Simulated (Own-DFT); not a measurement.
# Computed records: SiGe₃ (layered order of Si and Ge on the diamond lattice, atoms displaced)

Computed with Own-DFT development build. A calculation, not a measurement: plane-wave density functional theory by an unreviewed code, no spin, of a simulated periodic cell, stress positive in tension, run twice, with PBE and with PBEsol, both on files made for PBE, so the change isn't that of files made for PBEsol, forces on such cells moved up to 12 meV/angstrom on a denser k mesh; the far tail of each file's local potential was reset to the Coulomb form; each entry is a single point on an unrelaxed cell, so the pressure reflects the starting lattice, mostly measured values (interpolated for alloys), from which strain is counted, and rises with the displacements; printed positions are rounded, which can move forces by about a meV/angstrom; the program, named Own-DFT, is a retired in-house code; no spin-orbit coupling; stress was not checked against mesh or cutoff.

Common to all runs: functional PBE, then PBEsol; potential files PseudoDojo norm-conserving, scalar-relativistic, standard set; wave cutoff 42 hartree; occupations Fermi-Dirac; smearing width 0.1 eV; k mesh 3 x 3 x 3 centred on Gamma.

(1) SiGe₃ (layered order of Si and Ge on the diamond lattice, atoms displaced)

```
CELL_PARAMETERS angstrom
11.20250 0.00000 0.00000
0.00000 11.20250 0.00000
0.00000 0.00000 11.20250
ATOMIC_POSITIONS crystal
Ge 0.99934 0.00144 0.99930
Ge 0.00079 0.25014 0.24596
Ge 0.25266 0.99969 0.24778
Ge 0.24563 0.24921 0.99929
Ge 0.12386 0.12840 0.12729
Ge 0.12699 0.37578 0.37667
Ge 0.37515 0.12154 0.37884
Ge 0.37434 0.37608 0.12501
Ge 0.00101 0.00148 0.49800
Si 0.99913 0.24862 0.74660
Si 0.24862 0.99619 0.75212
Ge 0.25159 0.25014 0.49602
Ge 0.12580 0.12722 0.62592
Si 0.12596 0.37504 0.87642
Si 0.37099 0.12373 0.87823
Ge 0.37702 0.37397 0.62263
Ge 0.00049 0.49796 0.00353
Ge 0.00006 0.74685 0.25510
Ge 0.25006 0.49971 0.24921
Ge 0.24697 0.75011 0.99608
Ge 0.12823 0.62087 0.12346
Ge 0.12359 0.87271 0.37713
Ge 0.38027 0.62696 0.38019
Ge 0.37901 0.87855 0.12255
Ge 0.00384 0.49742 0.49946
Si 0.99909 0.74978 0.74819
Si 0.25159 0.50010 0.74873
Ge 0.25775 0.74741 0.50287
Ge 0.12195 0.61733 0.62686
Si 0.12672 0.87908 0.87503
Si 0.37457 0.62734 0.87579
Ge 0.37476 0.87489 0.62415
Ge 0.49851 0.99899 0.00438
Ge 0.49753 0.24796 0.24782
Ge 0.75136 0.00205 0.25213
Ge 0.74855 0.25047 0.99457
Ge 0.62492 0.12745 0.12169
Ge 0.62339 0.37434 0.37875
Ge 0.88168 0.12989 0.37600
Ge 0.87970 0.36926 0.12563
Ge 0.49827 0.99973 0.50431
Si 0.50516 0.24814 0.75132
Si 0.74907 0.99448 0.74908
Ge 0.74846 0.24703 0.50171
Ge 0.61833 0.12472 0.62572
Si 0.61656 0.37879 0.87581
Si 0.87099 0.12628 0.87301
Ge 0.87046 0.37373 0.62133
Ge 0.50216 0.50022 0.00273
Ge 0.50308 0.75181 0.25166
Ge 0.75233 0.49914 0.24374
Ge 0.75295 0.75189 0.00358
Ge 0.62740 0.62828 0.12495
Ge 0.62908 0.87628 0.37585
Ge 0.87280 0.62418 0.37657
Ge 0.87171 0.87290 0.12218
Ge 0.50117 0.49816 0.49916
Si 0.49725 0.75625 0.75032
Si 0.75474 0.50067 0.74998
Ge 0.75059 0.75004 0.50048
Ge 0.62468 0.62496 0.62099
Si 0.62680 0.87390 0.87603
Si 0.87796 0.62438 0.87499
Ge 0.87123 0.87841 0.62493
```

```
PBE pressure                                      : 3.43 GPa
PBE stress xx                                     : -3.4 GPa
PBE stress yy                                     : -3.47 GPa
PBE stress zz                                     : -3.41 GPa
PBE stress yz                                     : -0.25 GPa
PBE stress xz                                     : 0.28 GPa
PBE stress xy                                     : 0.1 GPa
PBEsol pressure                                   : 0.72 GPa
PBEsol stress xx                                  : -0.69 GPa
PBEsol stress yy                                  : -0.76 GPa
PBEsol stress zz                                  : -0.71 GPa
PBEsol stress yz                                  : -0.24 GPa
PBEsol stress xz                                  : 0.27 GPa
PBEsol stress xy                                  : 0.09 GPa
rms change of force components from PBE to PBEsol : 0.042 eV/Å
```

Force:
```tsv
force element	PBE force x (eV/Å)	PBE force y (eV/Å)	PBE force z (eV/Å)	PBEsol force x (eV/Å)	PBEsol force y (eV/Å)	PBEsol force z (eV/Å)
Ge	-0.182	0.133	-0.388	-0.179	0.131	-0.307
Ge	0.452	0.249	1.037	0.435	0.238	1.002
Ge	-0.47	-0.097	0.4	-0.45	-0.088	0.393
Ge	0.433	0.277	-0.341	0.415	0.264	-0.251
Ge	0.275	-0.802	-0.336	0.265	-0.769	-0.323
Ge	-0.138	-0.238	-0.687	-0.132	-0.228	-0.667
Ge	0.082	0.124	-0.65	0.076	0.124	-0.634
Ge	-0.123	-0.312	-0.145	-0.12	-0.302	-0.128
Ge	0.1	-0.073	0.533	0.098	-0.066	0.507
Si	-0.191	0.41	0.84	-0.183	0.403	0.746
Si	0.265	0.643	0.041	0.273	0.636	-0.049
Ge	-0.053	-0.113	0.566	-0.049	-0.11	0.543
Ge	0.189	-0.357	0.343	0.182	-0.349	0.256
Si	-0.284	0.048	-0.958	-0.281	0.045	-0.861
Si	0.436	-0.086	-0.757	0.428	-0.079	-0.664
Ge	-0.049	-0.168	0.898	-0.045	-0.16	0.792
Ge	0.046	0.015	-0.986	0.052	0.011	-0.88
Ge	-0.029	0.042	-0.857	-0.031	0.039	-0.821
Ge	0.519	0.286	0.561	0.498	0.27	0.536
Ge	0.402	0.236	0.036	0.391	0.222	0.104
Ge	-0.418	0.705	0.317	-0.408	0.675	0.316
Ge	0.756	0.017	-0.121	0.725	0.018	-0.123
Ge	-0.24	-0.407	-0.983	-0.23	-0.392	-0.945
Ge	-0.778	-1.156	0.43	-0.748	-1.105	0.423
Ge	-0.946	-0.005	-0.11	-0.914	-0.004	-0.11
Si	0.163	0.24	0.574	0.165	0.24	0.486
Si	0.12	-0.293	0.825	0.116	-0.288	0.729
Ge	-1.37	-0.087	0.065	-1.315	-0.08	0.053
Ge	0.605	0.986	0.434	0.58	0.948	0.347
Si	-0.641	-0.541	-0.545	-0.642	-0.541	-0.447
Si	0.195	-0.194	-0.689	0.188	-0.189	-0.597
Ge	-0.151	0.266	1.022	-0.146	0.258	0.91
Ge	0.653	0.527	-1.531	0.629	0.507	-1.406
Ge	0.178	0.14	0.475	0.175	0.137	0.461
Ge	0.18	0.355	-0.327	0.171	0.336	-0.318
Ge	-0.131	0.413	-0.243	-0.132	0.396	-0.158
Ge	0.227	-0.226	0.412	0.212	-0.221	0.407
Ge	0.402	-0.19	-1.033	0.382	-0.185	-0.997
Ge	-0.688	-0.34	-0.194	-0.668	-0.336	-0.191
Ge	-0.893	0.423	-0.633	-0.859	0.419	-0.605
Ge	0.235	-0.318	-0.584	0.223	-0.302	-0.568
Si	-1.194	0.282	0.695	-1.172	0.259	0.599
Si	-0.44	0.893	0.713	-0.424	0.875	0.616
Ge	-0.206	-0.105	-0.257	-0.196	-0.088	-0.253
Ge	1.072	-0.334	0.695	1.044	-0.335	0.595
Si	1.253	-0.186	-0.829	1.231	-0.165	-0.732
Si	0.411	-0.394	-0.76	0.399	-0.383	-0.667
Ge	0.649	0.082	0.838	0.631	0.07	0.74
Ge	-0.572	0.564	-0.462	-0.561	0.55	-0.372
Ge	-0.21	0.095	-0.062	-0.197	0.092	-0.056
Ge	-0.202	-0.32	0.756	-0.194	-0.303	0.741
Ge	-0.429	-0.642	-1.562	-0.413	-0.618	-1.433
Ge	-0.119	-0.212	0.036	-0.109	-0.206	0.042
Ge	-0.341	0.185	0.184	-0.328	0.174	0.174
Ge	0.228	-0.393	-0.072	0.229	-0.371	-0.079
Ge	1	0.58	1.026	0.96	0.559	0.997
Ge	-0.001	0.118	0.302	0.001	0.115	0.286
Si	0.533	-0.796	0.487	0.514	-0.776	0.395
Si	-0.784	0.075	0.486	-0.772	0.061	0.398
Ge	-0.021	0.04	0.018	-0.026	0.038	0.008
Ge	-0.031	0.149	1.328	-0.029	0.148	1.212
Si	-0.292	0.091	-0.276	-0.286	0.087	-0.183
Si	-0.106	0.125	-0.189	-0.101	0.123	-0.1
Ge	0.669	-0.431	0.194	0.65	-0.429	0.11
```

(2) SiGe₃ (layered order of Si and Ge on the diamond lattice, atoms displaced)

```
CELL_PARAMETERS angstrom
11.20250 0.00000 0.00000
0.00000 11.20250 0.00000
0.00000 0.00000 11.20250
ATOMIC_POSITIONS crystal
Ge 0.99889 0.99334 0.00244
Ge 0.99890 0.24733 0.25310
Ge 0.24827 0.99759 0.25085
Ge 0.25138 0.24770 0.00132
Ge 0.12173 0.11985 0.12187
Ge 0.12485 0.37725 0.37531
Ge 0.37489 0.12681 0.37481
Ge 0.37437 0.37374 0.12174
Ge 0.99732 0.99800 0.50072
Si 0.00063 0.24491 0.74967
Si 0.24862 0.99904 0.75442
Ge 0.25002 0.24747 0.50116
Ge 0.12167 0.12548 0.62890
Si 0.12265 0.37858 0.87381
Si 0.37188 0.12711 0.87285
Ge 0.37202 0.38116 0.62565
Ge 0.99640 0.49985 0.99311
Ge 0.99638 0.75073 0.25073
Ge 0.24838 0.49566 0.25054
Ge 0.24868 0.74731 0.00069
Ge 0.12322 0.62963 0.12551
Ge 0.12594 0.87322 0.37168
Ge 0.37472 0.62295 0.37465
Ge 0.37385 0.87198 0.12775
Ge 0.00200 0.49715 0.50038
Si 0.99651 0.75407 0.75265
Si 0.25422 0.49695 0.75523
Ge 0.25118 0.75071 0.50151
Ge 0.12159 0.62839 0.62517
Si 0.12710 0.87639 0.86992
Si 0.37440 0.62134 0.87788
Ge 0.36784 0.87051 0.62448
Ge 0.50266 0.00466 0.00362
Ge 0.49950 0.25198 0.25277
Ge 0.74949 0.00345 0.25128
Ge 0.74889 0.25005 0.00217
Ge 0.62116 0.12065 0.12313
Ge 0.62336 0.37301 0.37037
Ge 0.87089 0.12562 0.37225
Ge 0.87577 0.37401 0.12738
Ge 0.49824 0.99901 0.50414
Si 0.49993 0.25069 0.74640
Si 0.74906 0.00036 0.75127
Ge 0.75157 0.25160 0.50187
Ge 0.62902 0.12060 0.62366
Si 0.62585 0.37746 0.87793
Si 0.87930 0.12464 0.87378
Ge 0.87221 0.37260 0.62571
Ge 0.50234 0.50517 0.99825
Ge 0.50067 0.74528 0.24477
Ge 0.74475 0.50037 0.25200
Ge 0.74620 0.74918 0.99482
Ge 0.62602 0.62671 0.12578
Ge 0.62316 0.87598 0.37741
Ge 0.87828 0.62158 0.37454
Ge 0.87561 0.87719 0.12305
Ge 0.49790 0.49842 0.49766
Si 0.49819 0.74870 0.75099
Si 0.75132 0.50196 0.75181
Ge 0.74672 0.74918 0.49993
Ge 0.62285 0.62480 0.62857
Si 0.62387 0.87786 0.86918
Si 0.87572 0.62216 0.87297
Ge 0.87239 0.87691 0.62534
```

```
PBE pressure                                      : 3.39 GPa
PBE stress xx                                     : -3.41 GPa
PBE stress yy                                     : -3.34 GPa
PBE stress zz                                     : -3.41 GPa
PBE stress yz                                     : -0.13 GPa
PBE stress xz                                     : 0.15 GPa
PBE stress xy                                     : -0.56 GPa
PBEsol pressure                                   : 0.69 GPa
PBEsol stress xx                                  : -0.71 GPa
PBEsol stress yy                                  : -0.65 GPa
PBEsol stress zz                                  : -0.7 GPa
PBEsol stress yz                                  : -0.12 GPa
PBEsol stress xz                                  : 0.15 GPa
PBEsol stress xy                                  : -0.54 GPa
rms change of force components from PBE to PBEsol : 0.04 eV/Å
```

Force:
```tsv
force element	PBE force x (eV/Å)	PBE force y (eV/Å)	PBE force z (eV/Å)	PBEsol force x (eV/Å)	PBEsol force y (eV/Å)	PBEsol force z (eV/Å)
Ge	0.4	0.533	-1.525	0.386	0.518	-1.397
Ge	0.422	0.196	-0.377	0.399	0.192	-0.364
Ge	0.255	0.45	-0.203	0.242	0.427	-0.197
Ge	-0.756	0.167	-0.823	-0.735	0.168	-0.727
Ge	0.293	0.441	0.449	0.286	0.421	0.443
Ge	0.043	-0.884	0.128	0.04	-0.855	0.123
Ge	-0.001	-0.466	0.155	-0.002	-0.446	0.153
Ge	0.396	0.341	0.218	0.379	0.326	0.224
Ge	0.285	0.266	-0.353	0.271	0.255	-0.341
Si	-0.212	0.959	0.663	-0.195	0.943	0.565
Si	0.16	0.297	-0.267	0.163	0.298	-0.351
Ge	-0.255	0.441	0.212	-0.247	0.433	0.197
Ge	0.48	-0.556	-0.095	0.471	-0.544	-0.169
Si	0.363	-0.879	-0.365	0.342	-0.863	-0.281
Si	0.652	-0.162	-0.268	0.642	-0.148	-0.183
Ge	0.292	-0.911	0.25	0.294	-0.89	0.162
Ge	0.361	0.097	0.649	0.349	0.091	0.705
Ge	0.105	0.047	-0.198	0.112	0.043	-0.193
Ge	0.101	0.623	-0.5	0.098	0.603	-0.474
Ge	0.152	0.46	-0.867	0.142	0.445	-0.76
Ge	-0.278	-0.927	-0.041	-0.264	-0.889	-0.038
Ge	-0.324	-0.001	0.71	-0.313	0.001	0.683
Ge	-0.108	0.191	-0.189	-0.099	0.18	-0.184
Ge	0.18	0.343	-0.559	0.174	0.328	-0.532
Ge	-0.305	0.151	0.384	-0.293	0.149	0.357
Si	0.161	-0.253	0.089	0.152	-0.245	0.008
Si	-0.891	0.733	0.025	-0.866	0.711	-0.061
Ge	-0.645	-0.6	-0.756	-0.625	-0.577	-0.733
Ge	0.367	-0.319	0.974	0.363	-0.312	0.872
Si	-0.344	-0.498	0.468	-0.345	-0.497	0.545
Si	0.028	0.577	-0.645	0.036	0.573	-0.547
Ge	0.841	0.729	1.183	0.811	0.699	1.069
Ge	-1.214	-1.144	-1.556	-1.165	-1.099	-1.432
Ge	-0.253	-0.515	-0.904	-0.244	-0.498	-0.871
Ge	-0.356	-0.683	-0.372	-0.345	-0.655	-0.358
Ge	0.202	-0.198	-0.652	0.198	-0.193	-0.559
Ge	0.755	1.181	0.885	0.731	1.14	0.859
Ge	0.22	0.129	1.066	0.208	0.129	1.026
Ge	0.444	0.033	0.784	0.429	0.035	0.753
Ge	-0.178	0.221	-0.123	-0.182	0.207	-0.118
Ge	-0.314	-0.057	-0.227	-0.294	-0.056	-0.231
Si	0.115	0.114	0.598	0.116	0.115	0.513
Si	0.484	0.125	0.41	0.484	0.13	0.317
Ge	-0.525	-0.255	-0.563	-0.503	-0.254	-0.553
Ge	-0.404	0.568	0.677	-0.399	0.555	0.582
Si	-0.045	-0.299	-0.852	-0.049	-0.295	-0.757
Si	-0.592	-0.206	0.084	-0.585	-0.211	0.164
Ge	0.544	0.358	0.84	0.524	0.339	0.736
Ge	-0.121	-0.626	-0.026	-0.111	-0.606	0.052
Ge	-0.169	0.596	0.992	-0.167	0.576	0.959
Ge	0.816	0.022	-0.346	0.792	0.019	-0.334
Ge	0.459	0.266	-0.336	0.443	0.251	-0.252
Ge	0.228	-0.234	-0.444	0.208	-0.226	-0.426
Ge	-0.151	-0.213	-0.517	-0.141	-0.208	-0.497
Ge	-0.658	0.169	0.331	-0.641	0.166	0.317
Ge	-0.985	-0.672	0.421	-0.941	-0.644	0.412
Ge	0.439	0.143	0.234	0.413	0.14	0.222
Si	-0.339	0.112	0.457	-0.335	0.102	0.371
Si	-0.252	-0.345	0.24	-0.255	-0.343	0.152
Ge	0.433	-0.211	0.069	0.417	-0.197	0.067
Ge	0.035	-0.208	0.065	0.037	-0.199	-0.013
Si	-0.313	-0.117	0.183	-0.311	-0.119	0.261
Si	-0.303	0.695	-0.457	-0.289	0.682	-0.364
Ge	-0.222	-0.336	0.513	-0.213	-0.323	0.421
```

(3) SiGe₃ (layered order of Si and Ge on the diamond lattice, atoms displaced)

```
CELL_PARAMETERS angstrom
11.20250 0.00000 0.00000
0.00000 11.20250 0.00000
0.00000 0.00000 11.20250
ATOMIC_POSITIONS crystal
Ge 0.00123 0.99965 0.99891
Ge 0.99757 0.24867 0.24917
Ge 0.24664 0.99967 0.25135
Ge 0.24934 0.24830 0.99886
Ge 0.12553 0.12276 0.13051
Ge 0.12300 0.37864 0.37093
Ge 0.37473 0.12396 0.37427
Ge 0.37227 0.37882 0.12595
Ge 0.00103 0.99988 0.50134
Si 0.00049 0.24711 0.74683
Si 0.24797 0.00170 0.75136
Ge 0.24989 0.25207 0.50079
Ge 0.12254 0.12473 0.62906
Si 0.12547 0.37176 0.87238
Si 0.37665 0.12535 0.87963
Ge 0.37294 0.37278 0.62299
Ge 0.00330 0.50188 0.99547
Ge 0.99763 0.75165 0.25053
Ge 0.25214 0.49762 0.25216
Ge 0.24686 0.74915 0.99682
Ge 0.12115 0.62295 0.12471
Ge 0.12575 0.87902 0.37614
Ge 0.37534 0.62661 0.37091
Ge 0.37652 0.87316 0.12567
Ge 0.00218 0.49870 0.49927
Si 0.00206 0.74613 0.74939
Si 0.24877 0.49924 0.74509
Ge 0.24911 0.74426 0.50097
Ge 0.12625 0.62264 0.62390
Si 0.12851 0.87172 0.87882
Si 0.37734 0.62254 0.87270
Ge 0.37272 0.87177 0.62582
Ge 0.49999 0.00126 0.00272
Ge 0.50140 0.25293 0.24692
Ge 0.75163 0.99939 0.24760
Ge 0.75151 0.24915 0.00079
Ge 0.62411 0.12414 0.11944
Ge 0.62533 0.37220 0.38152
Ge 0.87651 0.12275 0.37476
Ge 0.87754 0.37584 0.12545
Ge 0.50088 0.00317 0.49713
Si 0.50374 0.25559 0.75305
Si 0.75359 0.00363 0.74620
Ge 0.74982 0.25466 0.49849
Ge 0.62541 0.12047 0.62480
Si 0.62415 0.37537 0.87787
Si 0.87198 0.12665 0.87758
Ge 0.87580 0.37410 0.62262
Ge 0.49753 0.49953 0.00110
Ge 0.49970 0.75023 0.24849
Ge 0.75513 0.50252 0.24418
Ge 0.74683 0.75143 0.00027
Ge 0.62952 0.62600 0.12621
Ge 0.62528 0.87100 0.37296
Ge 0.87854 0.62185 0.37709
Ge 0.87310 0.87475 0.12154
Ge 0.50725 0.50019 0.50326
Si 0.50091 0.75039 0.75212
Si 0.75001 0.49942 0.74919
Ge 0.74978 0.75035 0.49760
Ge 0.62117 0.62704 0.62599
Si 0.63088 0.87832 0.88077
Si 0.87207 0.62521 0.87229
Ge 0.87711 0.87645 0.62256
```

```
PBE pressure                                      : 3.41 GPa
PBE stress xx                                     : -3.42 GPa
PBE stress yy                                     : -3.42 GPa
PBE stress zz                                     : -3.39 GPa
PBE stress yz                                     : -0.09 GPa
PBE stress xz                                     : -0.34 GPa
PBE stress xy                                     : 0.26 GPa
PBEsol pressure                                   : 0.7 GPa
PBEsol stress xx                                  : -0.7 GPa
PBEsol stress yy                                  : -0.71 GPa
PBEsol stress zz                                  : -0.68 GPa
PBEsol stress yz                                  : -0.08 GPa
PBEsol stress xz                                  : -0.33 GPa
PBEsol stress xy                                  : 0.25 GPa
rms change of force components from PBE to PBEsol : 0.041 eV/Å
```

Force:
```tsv
force element	PBE force x (eV/Å)	PBE force y (eV/Å)	PBE force z (eV/Å)	PBEsol force x (eV/Å)	PBEsol force y (eV/Å)	PBEsol force z (eV/Å)
Ge	-0.029	0.021	-0.403	-0.032	0.017	-0.315
Ge	0.254	0.092	0.195	0.249	0.091	0.19
Ge	0.903	-0.238	-0.047	0.87	-0.226	-0.038
Ge	-0.056	0.093	-0.002	-0.053	0.092	0.073
Ge	-0.254	0.383	-0.827	-0.249	0.368	-0.793
Ge	0.146	-0.789	0.369	0.143	-0.759	0.361
Ge	-0.076	0.53	-0.249	-0.074	0.509	-0.239
Ge	0.141	-0.673	-0.319	0.142	-0.649	-0.298
Ge	0.081	0.258	-0.089	0.076	0.247	-0.094
Si	-0.536	0.397	1.106	-0.525	0.384	1.002
Si	0.393	-0.334	0.69	0.382	-0.323	0.599
Ge	-0.504	-0.478	-0.424	-0.479	-0.458	-0.414
Ge	0.503	-0.013	-0.115	0.486	-0.018	-0.189
Si	-0.008	0.209	-0.645	-0.005	0.205	-0.553
Si	0.051	0.103	-1.141	0.052	0.102	-1.041
Ge	0.667	0.456	0.769	0.643	0.437	0.673
Ge	-0.526	-0.436	-0.569	-0.507	-0.416	-0.471
Ge	0.199	0.073	0.035	0.191	0.067	0.033
Ge	-0.448	0.718	-0.372	-0.435	0.693	-0.362
Ge	0.802	-0.564	0.182	0.783	-0.554	0.251
Ge	0.573	0.289	0.341	0.552	0.279	0.329
Ge	-0.136	-0.886	0.163	-0.136	-0.853	0.152
Ge	0.387	-0.5	0.699	0.369	-0.484	0.674
Ge	-0.617	0.176	-0.254	-0.592	0.171	-0.238
Ge	-0.091	-0.014	0.242	-0.09	-0.01	0.22
Si	-0.153	0.472	0.511	-0.14	0.465	0.423
Si	0.335	-0.242	1.011	0.328	-0.234	0.911
Ge	0.105	0.671	-0.415	0.104	0.652	-0.405
Ge	-0.359	-0.033	0.621	-0.347	-0.032	0.519
Si	-0.654	0.553	-1.29	-0.639	0.537	-1.185
Si	-0.449	0.191	-0.477	-0.443	0.18	-0.39
Ge	0.259	0.489	0.375	0.244	0.467	0.296
Ge	-0.202	-0.468	-0.862	-0.186	-0.449	-0.756
Ge	-0.11	-0.266	0.262	-0.111	-0.258	0.258
Ge	-0.395	0.041	0.058	-0.379	0.034	0.052
Ge	-0.177	0.447	-0.445	-0.18	0.431	-0.357
Ge	0.339	0.309	0.898	0.328	0.298	0.873
Ge	0.075	0.795	-1.507	0.073	0.765	-1.449
Ge	-0.355	0.274	0.207	-0.34	0.268	0.194
Ge	0.152	-0.042	-0.671	0.142	-0.042	-0.638
Ge	-0.214	-0.928	0.22	-0.205	-0.895	0.205
Si	-0.43	-0.808	0.138	-0.433	-0.799	0.053
Si	-0.036	-0.491	1.064	-0.039	-0.484	0.958
Ge	0.368	-1.317	0.428	0.356	-1.269	0.406
Ge	-0.003	1.047	0.51	-0.012	1.019	0.419
Si	0.407	0.203	-0.484	0.406	0.207	-0.385
Si	0.621	-0.166	-0.996	0.607	-0.157	-0.891
Ge	0.1	0.145	0.838	0.095	0.139	0.733
Ge	0.44	0.309	-0.391	0.422	0.295	-0.305
Ge	0.232	-0.189	-0.054	0.225	-0.18	-0.047
Ge	-0.431	-0.546	1.176	-0.407	-0.522	1.137
Ge	0.592	-0.324	-0.641	0.58	-0.317	-0.537
Ge	-0.809	-0.136	-0.305	-0.78	-0.128	-0.29
Ge	-0.027	0.704	0.005	-0.025	0.679	0.003
Ge	-0.339	0.398	-0.244	-0.327	0.388	-0.245
Ge	0.332	0.004	0.159	0.318	0.005	0.166
Ge	-1.288	0.017	-0.444	-1.241	0.014	-0.435
Si	0.052	0.378	0.729	0.058	0.378	0.638
Si	-0.207	0.009	0.417	-0.209	0.003	0.326
Ge	0.152	-0.325	0.366	0.146	-0.313	0.343
Ge	0.851	0.233	0.763	0.824	0.211	0.661
Si	-0.642	0.189	-1.419	-0.627	0.183	-1.313
Si	0.163	0.021	-0.272	0.16	0.023	-0.183
Ge	-0.117	-0.49	0.828	-0.108	-0.471	0.726
```
